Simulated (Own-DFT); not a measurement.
# A surface energy from a slab and the bulk: wurtzite AlN, m plane (10-10)

Calculated, not measured: single-point runs of Own-DFT, a retired in-house plane-wave DFT program that no person has reviewed, on unrelaxed cells, without spin or spin-orbit coupling.

Keep in mind (not all hold for every row): some atoms lie very close together; k mesh not checked against a denser one.

Both sets of runs: PBE; PseudoDojo norm-conserving scalar-relativistic files; cutoff 42 hartree; Gaussian smearing of 0.01 eV. The slab has 128 atoms in 16 layers, two equal faces of 62.02 Å² as cut, 15 Å of vacuum, a dipole correction along the normal and a 6 x 3 x 1 mesh. The bulk cell has 72 atoms, the same measured lattice constants and a 4 x 4 x 3 mesh. In the slab only the 32 atoms nearest the faces were moved at random; u is their rms move along one axis. Energies are counted from -174.06 eV for each atom.

```
slab run   u (Å)  E (eV, cell)
       1  0.0445        20.749
       2  0.0456        20.985
       3  0.0470        20.304
       4  0.0503        20.642
       5  0.0503        21.682
       6  0.0528        20.461
       7  0.0532        21.236
       8  0.0599        22.616
       9  0.0953        25.421
      10  0.0989        28.669
      11  0.0993        28.939
      12  0.1006        30.016
```

| bulk run | u (Å) | E (meV/atom) |
|---|---|---|
| 1 | 0.0179 | -4.42 |
| 2 | 0.0182 | -4.61 |
| 3 | 0.0190 | -2.52 |
| 4 | 0.0195 | -2.32 |
| 5 | 0.0220 | -0.65 |
| 6 | 0.0952 | 272.05 |
| 7 | 0.1019 | 328.64 |
| 8 | 0.1032 | 342.57 |
| 9 | 0.1035 | 334.36 |
| 10 | 0.1071 | 374.19 |

Q: what is the energy of the unrelaxed surface?

## Solution

Take each set to u = 0 with E = a + b u². Residuals are scaled by 1/(u² + 0.0006 Å²) to tame the large moves. Slab: a = 18.55 ± 0.35 eV. Bulk: a = -15.2 ± 0.4 meV/atom. The excess is 18.55 - 128 x (-0.0152) = 20.49 ± 0.36 eV. Over two faces that is 165 meV/Å², or 2.65 ± 0.05 J/m². Relaxing the faces would lower the energy, and the unlike meshes and the reach from the smallest u down to zero add errors that aren't counted here.
